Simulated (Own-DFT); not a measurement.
Simulation results for Si2SnGe5 (diamond-structure random alloy, strained, atoms displaced)

Computed with Own-DFT development build. A calculation, not a measurement: plane-wave density functional theory by an unreviewed code, no spin, of a simulated periodic cell, stress positive in tension, run twice, with PBE and with PBEsol, both on files made for PBE, so the change isn't that of files made for PBEsol, forces on such cells moved up to 12 meV/angstrom on a denser k mesh; the far tail of each file's local potential was reset to the Coulomb form; each entry is a single point on an unrelaxed cell, so the pressure reflects the starting lattice, mostly measured values (interpolated for alloys), from which strain is counted, and rises with the displacements; printed positions are rounded, which can move forces by about a meV/angstrom; the program, named Own-DFT, is a retired in-house code; no spin-orbit coupling; stress was not checked against mesh or cutoff.

Entry: Si2SnGe5 (diamond-structure random alloy, strained, atoms displaced)

```
cell vectors (Å)
  11.0965     0.0000     0.0000
   0.0000    11.0965     0.0000
   0.0000     0.0000    11.4103
atoms (fractions of the cell vectors)
Si  0.99999  0.99922  0.00351
Si  0.99500  0.25586  0.24651
Ge  0.25148  0.00284  0.24749
Sn  0.25050  0.24262  0.99835
Si  0.12619  0.12504  0.12799
Ge  0.13308  0.36886  0.37158
Ge  0.37619  0.12295  0.37694
Sn  0.36455  0.37255  0.11991
Sn  0.00425  0.00336  0.49682
Sn  0.00619  0.25292  0.75173
Sn  0.25261  0.00399  0.74182
Ge  0.25516  0.24064  0.49729
Si  0.13181  0.12507  0.61942
Si  0.12191  0.38137  0.86906
Ge  0.36919  0.12839  0.87831
Ge  0.37866  0.38049  0.62923
Ge  0.00253  0.49690  0.00132
Ge  0.99639  0.74792  0.24909
Ge  0.25929  0.50161  0.24572
Si  0.24723  0.75002  0.00115
Ge  0.12757  0.61694  0.12719
Ge  0.13009  0.87365  0.37613
Ge  0.37515  0.62355  0.37804
Sn  0.37041  0.86246  0.12669
Ge  0.99879  0.49699  0.50633
Ge  0.01300  0.75262  0.75226
Si  0.25043  0.49762  0.75037
Si  0.25199  0.75860  0.50009
Ge  0.13261  0.62110  0.61475
Ge  0.12821  0.87632  0.87141
Ge  0.37780  0.62708  0.87297
Ge  0.37347  0.87129  0.62848
Ge  0.50386  0.00222  0.00476
Ge  0.50236  0.24994  0.24607
Si  0.74956  0.99748  0.24943
Ge  0.74862  0.25034  0.00079
Si  0.61871  0.12796  0.13215
Ge  0.61790  0.37279  0.36726
Ge  0.87547  0.12462  0.37115
Sn  0.87869  0.37715  0.12721
Ge  0.49965  0.00034  0.49997
Si  0.49885  0.25039  0.75257
Ge  0.75230  0.00169  0.74782
Ge  0.74912  0.25438  0.50216
Ge  0.62643  0.13290  0.62191
Ge  0.61703  0.37902  0.87836
Ge  0.87603  0.12161  0.87586
Ge  0.87089  0.37689  0.62387
Si  0.50684  0.50330  0.99422
Si  0.50072  0.75161  0.24963
Ge  0.75031  0.50752  0.24981
Ge  0.74694  0.74533  0.00436
Ge  0.61791  0.62747  0.12603
Ge  0.63064  0.87868  0.37974
Si  0.87438  0.62445  0.37472
Ge  0.87027  0.87867  0.12736
Ge  0.50417  0.49771  0.49786
Ge  0.49904  0.75879  0.74916
Sn  0.74502  0.49759  0.75289
Si  0.74659  0.75380  0.49374
Si  0.62707  0.61668  0.63031
Ge  0.62709  0.87256  0.87411
Ge  0.87419  0.61198  0.86980
Ge  0.86840  0.88247  0.62656
```

- functional: PBE, then PBEsol
- potential files: PseudoDojo norm-conserving, scalar-relativistic, standard set
- wave cutoff: 49 hartree
- occupations: Fermi-Dirac
- smearing width: 0.1 eV
- k mesh: 3 x 3 x 3 centred on Gamma
- PBE pressure: 9.74 GPa
- PBE stress xx: -10.34 GPa
- PBE stress yy: -10.35 GPa
- PBE stress zz: -8.53 GPa
- PBE stress yz: -1.27 GPa
- PBE stress xz: -0.77 GPa
- PBE stress xy: 0.27 GPa
- PBEsol pressure: 6.84 GPa
- PBEsol stress xx: -7.44 GPa
- PBEsol stress yy: -7.45 GPa
- PBEsol stress zz: -5.64 GPa
- PBEsol stress yz: -1.21 GPa
- PBEsol stress xz: -0.76 GPa
- PBEsol stress xy: 0.27 GPa
- rms change of force components from PBE to PBEsol: 0.054 eV/Å

Force:
```tsv
force element	PBE force x (eV/Å)	PBE force y (eV/Å)	PBE force z (eV/Å)	PBEsol force x (eV/Å)	PBEsol force y (eV/Å)	PBEsol force z (eV/Å)
Si	0.371	0.06	0.108	0.326	0.024	0.063
Si	2.455	-2.478	1.833	2.382	-2.399	1.841
Ge	-0.919	0.581	0.908	-0.855	0.528	0.929
Sn	-4.488	-0.082	-1.683	-4.283	-0.082	-1.655
Si	-2.228	-0.85	0.895	-2.109	-0.835	0.888
Ge	-0.823	0.404	0.044	-0.761	0.411	0.073
Ge	0.621	-0.154	-0.965	0.59	-0.15	-0.923
Sn	4.319	2.208	0.82	4.178	2.123	0.853
Sn	-0.414	-0.335	0.577	-0.448	-0.366	0.513
Sn	-0.558	-0.959	-1.239	-0.64	-0.948	-1.221
Sn	-0.191	0.17	1.07	-0.134	0.105	1.098
Ge	-0.035	1.385	0.877	0.004	1.37	0.795
Si	-0.285	1.653	-0.587	-0.277	1.625	-0.584
Si	1.496	1.608	1.297	1.414	1.541	1.326
Ge	4.068	-1.553	-1.759	3.92	-1.537	-1.68
Ge	-0.27	-0.963	-0.187	-0.247	-0.94	-0.252
Ge	1.211	1.106	-1.717	1.139	1.104	-1.624
Ge	0.376	-0.169	0.256	0.398	-0.137	0.211
Ge	-1.762	1.212	2.434	-1.726	1.176	2.358
Si	-1.42	-1.846	-1.781	-1.396	-1.816	-1.753
Ge	-0.258	1.305	-0.532	-0.276	1.23	-0.488
Ge	0.505	-0.898	-1.406	0.457	-0.823	-1.401
Ge	0.331	1.14	0.052	0.326	1.035	0.034
Sn	0.661	1.509	-0.347	0.641	1.571	-0.327
Ge	0.104	0.134	-1.728	0.13	0.107	-1.63
Ge	-1.723	-1.101	-1.051	-1.661	-1.056	-1.016
Si	-0.026	0.562	0.059	0.025	0.598	0.005
Si	0.315	-1.233	-0.338	0.303	-1.206	-0.329
Ge	0.291	0.688	1.066	0.211	0.657	1.041
Ge	-0.55	-0.147	2.286	-0.544	-0.156	2.139
Ge	-0.557	-0.109	0.266	-0.506	-0.067	0.227
Ge	1.26	-0.685	-2.146	1.263	-0.624	-2.033
Ge	0.158	0.348	-0.766	0.117	0.306	-0.782
Ge	-0.613	-0.749	0.849	-0.631	-0.678	0.878
Si	-0.556	1.08	0.036	-0.508	1.018	0.076
Ge	-1.258	-1.09	-0.405	-1.191	-1.022	-0.425
Si	1.616	-0.924	-0.725	1.542	-0.867	-0.749
Ge	1.362	0.448	0.686	1.311	0.435	0.672
Ge	-1.188	1.309	-1.231	-1.148	1.268	-1.125
Sn	-1.452	0.201	-0.505	-1.468	0.26	-0.56
Ge	0.116	-0.175	0.501	0.114	-0.161	0.475
Si	-0.178	0.069	0.069	-0.173	0.072	0.064
Ge	-1.038	0.434	0.587	-0.986	0.415	0.562
Ge	0.081	0.002	-1.49	0.075	-0.003	-1.432
Ge	-0.642	-0.535	0.961	-0.585	-0.548	0.895
Ge	-0.505	-2.228	0.562	-0.411	-2.171	0.535
Ge	-0.428	-0.589	1.113	-0.456	-0.539	1.041
Ge	0.482	-0.611	-1.019	0.47	-0.595	-0.997
Si	-1.011	0.742	0.601	-0.98	0.737	0.583
Si	1.22	-1.159	2.195	1.206	-1.144	2.153
Ge	-1.05	0.484	0.987	-1.058	0.435	0.911
Ge	0.717	-0.002	-0.754	0.678	-0.001	-0.725
Ge	0.007	-0.247	0.115	0.086	-0.238	0.105
Ge	-0.745	-0.216	-1.168	-0.77	-0.169	-1.104
Si	-0.037	0.433	0.812	0.003	0.384	0.754
Ge	0.436	-0.202	-0.538	0.427	-0.274	-0.525
Ge	-0.073	0.431	0.554	-0.111	0.376	0.5
Ge	0.743	-1.69	-0.194	0.687	-1.608	-0.153
Sn	-0.187	-1.027	-0.555	-0.121	-1.056	-0.477
Si	0.754	-1.454	1.443	0.723	-1.348	1.419
Si	-1.614	3.046	-2.518	-1.619	2.959	-2.441
Ge	0.284	0.785	0.401	0.263	0.757	0.386
Ge	2.312	3.09	2.16	2.249	2.99	2.113
Ge	0.41	-2.166	-0.145	0.417	-2.054	-0.103
```
